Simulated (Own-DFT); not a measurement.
# Which defects push the lattice out? zincblende GaAs

Source: density functional calculations with Own-DFT, an unreviewed in-house program that is no longer used. Nothing was measured or relaxed, and spin and spin-orbit coupling are left out.

Method: PBE; PseudoDojo norm-conserving scalar-relativistic files; cutoff 42 hartree; 3 x 3 x 3 k mesh centred on Gamma; Fermi-Dirac smearing of 0.1 eV.

Limits (not all hold for every row): not probed for a lower state with spin; forces not confirmed at this smearing and k mesh; stress not checked against mesh or cutoff.

All runs share one cell, with vectors in Å (10.862, 0.000, 0.000); (0.000, 10.862, 0.000); (0.000, 0.000, 11.796) and a volume of 1391.7 Å³, strained against the parent crystal. Atoms were moved at random from their sites; u is the rms move along one axis. The defect's site can differ from row to row.

```
                             cell     formula   u (Å)  P (GPa)
                        no defect    As32Ga32  0.0286     6.67
                        no defect    As32Ga32  0.0510     7.04
                        no defect    As32Ga32  0.0519     6.98
              one In on a Ga site  As32Ga31In  0.0278     7.42
              one In on a Ga site  As32Ga31In  0.0289     7.48
              one In on a Ga site  As32Ga31In  0.0308     7.41
              one P on an As site   As31Ga32P  0.0276     6.37
              one P on an As site   As31Ga32P  0.0316     6.38
              one P on an As site   As31Ga32P  0.0500        ?
              one P on an As site   As31Ga32P  0.0549     7.11
              one Al on a Ga site  AlAs32Ga31  0.0307     6.64
              one Al on a Ga site  AlAs32Ga31  0.0435     6.85
              one Al on a Ga site  AlAs32Ga31  0.0517     7.10
one As vacancy and one Ga vacancy    As31Ga31  0.0277     5.90
one As vacancy and one Ga vacancy    As31Ga31  0.0493     6.54
one As vacancy and one Ga vacancy    As31Ga31  0.0542     6.32
```

## Fit

P = P0 + c u² + a shift for each defect gives P0 = 6.36 GPa, c = 263 ± 36 GPa/Å² and a scatter of 0.11 GPa. The shifts, and each times the cell's volume:

- one In on a Ga site: 0.85 ± 0.10 GPa, 7.4 eV
- one Al on a Ga site: 0.02 ± 0.09 GPa, 0.2 eV (not resolved)
- one P on an As site: -0.16 ± 0.09 GPa, -1.4 eV (not resolved)
- one As vacancy and one Ga vacancy: -0.65 ± 0.09 GPa, -5.6 eV

Positive is outwards. The product with the volume (160.2 GPa Å³ to the eV) is nearly free of the cell's size; divided by the bulk modulus at the cell's pressure it gives the volume that the defect adds. The atoms around the defects weren't relaxed, which would change these numbers.

## Withheld run

Q: what pressure belongs in the blank (one P on an As site, u = 0.0500 Å)?

The fitted form gives 6.86 ± 0.13 GPa. DFT gave 6.66 GPa.
